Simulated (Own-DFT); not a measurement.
# Response to strain: C40 NbSi2, 36 atoms (Nb12Si24)

Calculated results; nothing here was measured. They come from Own-DFT, an in-house plane-wave density functional program, since retired, whose code no person has reviewed. Each row is one single-point run on a periodic cell that was not relaxed, without spin or spin-orbit coupling.

Settings of every run: PBE; PseudoDojo norm-conserving scalar-relativistic files; cutoff 42 hartree; 4 x 4 x 5 k mesh centred on Gamma; cold (Marzari-Vanderbilt) smearing of 0.2 eV.

Known limits: forces on such cells failed a check on a denser k mesh; stress not checked against mesh or cutoff.

Unstrained cell vectors in Å: (0.000, 8.324, 0.000); (-9.613, 0.000, 0.000); (0.000, 0.000, 6.586). The unstrained cell was taken from the Materials Project. The random moves and any unrelaxed bonds add to the pressure at no strain. Each run strains this cell uniformly, with the atoms carried along. Every atom was also moved at random, by a Gaussian of width 0.05 Å on each axis. Strain is the symmetric tensor, in per cent. Stress is positive in tension, and the pressure is minus a third of its trace.

| run | e_xx (%) | e_yy (%) | e_zz (%) | e_yz (%) | e_xz (%) | e_xy (%) | s_xx (GPa) | s_yy (GPa) | s_zz (GPa) | s_yz (GPa) | s_xz (GPa) | s_xy (GPa) | P (GPa) | E (meV/atom) |
|---|---|---|---|---|---|---|---|---|---|---|---|---|---|---|
| 1 | -0.20 | -1.96 | -1.36 | -0.78 | -0.92 | -1.90 | -6.23 | -11.47 | -12.18 | -2.70 | -2.82 | -6.36 | 9.96 | 21.0 |
| 2 | -0.24 | 1.44 | -1.69 | 1.90 | -0.04 | -1.66 | -3.20 | 0.89 | -10.62 | 6.34 | 0.05 | -4.70 | 4.31 | 6.5 |
| 3 | 0.80 | 1.62 | 0.13 | 0.84 | 1.32 | 0.09 | 1.70 | 3.97 | -1.61 | 2.68 | 3.75 | -0.26 | -1.35 | 0.9 |
| 4 | 1.47 | -0.22 | 0.08 | -1.62 | 1.30 | -0.31 | 3.11 | -2.45 | -3.09 | -4.92 | 4.06 | -0.94 | 0.81 | 4.8 |
| 5 | 1.50 | -1.62 | -1.34 | -1.66 | 1.94 | 0.73 | 0.71 | -8.98 | -11.33 | -5.15 | 6.06 | 2.43 | 6.54 | 31.8 |
| 6 | -0.73 | 0.95 | 1.09 | 1.95 | -0.91 | 0.39 | -3.58 | 1.64 | 0.61 | 6.11 | -2.87 | 1.02 | 0.44 | 4.2 |
| 7 | -1.82 | -1.84 | 1.40 | 1.61 | -0.47 | 0.91 | -10.25 | -10.36 | -0.40 | 4.76 | -1.69 | 2.63 | 7.01 | 24.1 |
| 8 | -0.72 | -0.44 | 0.54 | 0.00 | -0.21 | -0.04 | -4.91 | -4.14 | -2.44 | 0.35 | -0.71 | -0.26 | 3.83 | 0.7 |
| 9 | 0.55 | -1.55 | -1.86 | 0.39 | -1.04 | 0.13 | -2.70 | -10.67 | -14.29 | 1.45 | -3.12 | 0.54 | 9.22 | 26.9 |
| 10 | 0.05 | -0.26 | 1.20 | -1.39 | -1.88 | -0.45 | -1.71 | -2.07 | 0.94 | -3.86 | -5.03 | -1.35 | 0.95 | 4.8 |
| 11 | -1.51 | 1.04 | 1.39 | -0.70 | -1.44 | 1.98 | -6.97 | 1.24 | 1.52 | -1.58 | -4.20 | 5.78 | 1.40 | 16.3 |
| 12 | 0.95 | 0.20 | -1.78 | 0.88 | 1.78 | 0.40 | -0.52 | -1.92 | -11.27 | 2.34 | 6.30 | 1.30 | 4.57 | 4.4 |
| 13 | 1.21 | -1.31 | 1.11 | -0.68 | -0.41 | -1.44 | 1.98 | -5.80 | 0.68 | -2.20 | -0.71 | -4.04 | 1.05 | 5.5 |
| 14 | 0.77 | -0.45 | -1.28 | 0.00 | -1.59 | -1.11 | -0.84 | -4.05 | -9.26 | -0.11 | -4.59 | -3.34 | 4.72 | 0.0 |
| 15 | -1.44 | -1.63 | 0.28 | 0.59 | -1.71 | -1.17 | -9.32 | -10.01 | -5.13 | 1.35 | -5.23 | -4.07 | 8.15 | 21.6 |
| 16 | 0.53 | -1.29 | 1.00 | 0.23 | -1.17 | 0.19 | ? | ? | ? | ? | ? | ? | ? | ? |

E is the free energy for each atom above the lowest run shown.

## Worked fit

Each stress component was fitted by least squares to a constant and the strains of the runs shown, as fractions, with shears doubled. Shear strains stay in the fit of a normal stress only where such slopes are resolved. The slopes, in GPa:

```
stress  at no strain  per e_xx  per e_yy  per e_zz  scatter
  s_xx          -2.6   388 ± 9    82 ± 7    73 ± 8     0.33
  s_yy          -2.6   86 ± 14  390 ± 11   90 ± 12     0.51
  s_zz          -4.2   64 ± 11    87 ± 9  453 ± 10     0.41
```

Each shear stress against twice its own strain: yz 149 ± 4, xz 148 ± 6, xy 155 ± 5 GPa. These are stiffnesses along x, y and z of the frame in which the cell vectors are given, which need not be the crystal's axes. The atoms are held to the strained lattice; where symmetry lets them move under strain, relaxing them would lower some slopes. The table should be nearly symmetric about its diagonal, and what it lacks of that shows the noise. A ninth of its sum, 190 ± 5 GPa, estimates the bulk modulus near the mean pressure of these runs, 4.1 GPa, so it lies above the value at zero pressure.

## Withheld run

Question: what normal stresses and pressure should run 16 give?

The fit gives s_xx = -0.9, s_yy = -6.3, s_zz = -0.5 and P = 2.6 GPa. The calculation gave -1.08, -5.82, 0.34 and P = 2.19 GPa.
